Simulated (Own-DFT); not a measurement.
# One host, several defects: C11b WSi2

Everything here is calculated. The program is Own-DFT (plane waves, in-house, since retired, never reviewed by a person); positions were held fixed, and spin and spin-orbit coupling were off.

Common settings: PBEsol; PseudoDojo norm-conserving scalar-relativistic files, made for PBE; cutoff 50 hartree; 5 x 5 x 5 k mesh centred on Gamma; cold (Marzari-Vanderbilt) smearing of 0.2 eV.

Caveats: forces on such cells failed a check on a denser k mesh; stress not checked against mesh or cutoff.

All runs share one cell, with vectors in Å (-2.148, -5.953, 3.409); (-6.444, 2.976, 1.136); (-2.553, -2.948, -6.757) and a volume of 403.2 Å³. Atoms were moved at random from their sites; u is the rms move along one axis. The defect's site can differ from row to row.

```
cell,formula,u (Å),P (GPa)
no defect,Si20W10,0.0201,0.37
no defect,Si20W10,0.0517,2.65
no defect,Si20W10,0.0576,2.35
one Si vacancy,Si19W10,0.0289,-0.92
one Si vacancy,Si19W10,0.0296,-0.46
one Si vacancy,Si19W10,0.0498,0.35
one W on a Si site,Si19W11,0.0275,5.24
one W on a Si site,Si19W11,0.0295,5.51
one W on a Si site,Si19W11,0.0448,6.52
one W on a Si site,Si19W11,0.0479,?
```

## Analysis

P = P0 + c u² + a shift for each defect gives P0 = 0.17 GPa, c = 761 ± 116 GPa/Å² and a scatter of 0.32 GPa. The shifts, and each times the cell's volume:

- one W on a Si site: 4.67 ± 0.28 GPa, 11.7 eV
- one Si vacancy: -1.58 ± 0.27 GPa, -4.0 eV

Positive is outwards. The product with the volume (160.2 GPa Å³ to the eV) is nearly free of the cell's size; divided by the bulk modulus at the cell's pressure it gives the volume that the defect adds. The atoms around the defects weren't relaxed, which would change these numbers.

## The run left out

Question: what pressure belongs in the blank (one W on a Si site, u = 0.0479 Å)?

The fit gives 6.58 ± 0.39 GPa. The hidden result is 6.36 GPa.
